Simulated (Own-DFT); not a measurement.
# Strain and stress in diamond-structure GeSn with randomly placed atoms, 64 atoms (Ge52Sn12)

Calculated results; nothing here was measured. The program, named Own-DFT, is a retired in-house plane-wave density functional code that no person has reviewed. Each row is one single-point run on a periodic cell that was not relaxed, without spin or spin-orbit coupling.

Settings of every run: PBE; PseudoDojo norm-conserving scalar-relativistic files; cutoff 49 hartree; 3 x 3 x 3 k mesh centred on Gamma; Fermi-Dirac smearing of 0.1 eV.

Known limits: forces on such cells moved up to 12 meV/angstrom on a denser k mesh; stress not checked against mesh or cutoff.

Unstrained cell vectors in Å: (11.628, 0.000, 0.000); (0.000, 11.628, 0.000); (0.000, 0.000, 11.628). The unstrained cell has measured lattice constants (interpolated for alloys), not those of this functional. That, the random moves and any unrelaxed bonds set the pressure at no strain. Each run strains this cell uniformly, with the atoms carried along. Every atom was also moved at random, by a Gaussian of width 0.05 Å on each axis. The random placing of the alloy's atoms differs from row to row. Strain is the symmetric tensor, in per cent. Stress is positive in tension, and the pressure is minus a third of its trace.

```
run  e_xx (%)  e_yy (%)  e_zz (%)  s_xx (GPa)  s_yy (GPa)  s_zz (GPa)  P (GPa)  E (meV/atom)
  1      0.75      0.75      0.00       -4.23       -4.18       -4.51     4.31           0.0
  2      3.00      3.00      0.00       -1.37       -1.23       -2.71     1.77           2.2
  3     -2.50     -2.50      0.00      -10.23      -10.47       -8.90     9.86          86.5
  4     -2.75     -2.75      0.00      -10.61      -10.50       -9.00    10.04          71.1
  5     -1.50     -1.50      0.00       -8.09       -8.20       -7.43     7.90          48.1
  6     -2.25     -2.25      0.00       -9.97       -9.85       -8.65     9.49          84.0
  7      0.25      0.25      0.00       -4.92       -5.19       -5.23     5.11          14.9
  8      1.50      1.50      0.00       -3.21       -3.31       -3.85     3.46           4.4
  9      2.75      2.75      0.00           ?           ?           ?        ?             ?
```

E is the free energy for each atom above the lowest run shown.

## Worked fit

The change of volume is close to e_xx + e_yy + e_zz. A straight line through the runs shown gives P = 5.86 - 76 x (fractional change of volume) GPa, with an error of 3 on the slope and a scatter of 0.36 GPa. The strain isn't the same on all axes, but the crystal is cubic, so the slope still estimates the bulk modulus, averaged over pressures from 1.8 to 10.0 GPa.

## Withheld run

Question: what pressure should run 9 give? Its volume changes by 5.58 %.

The line gives 1.6 GPa. The calculation gave 2.11 GPa.
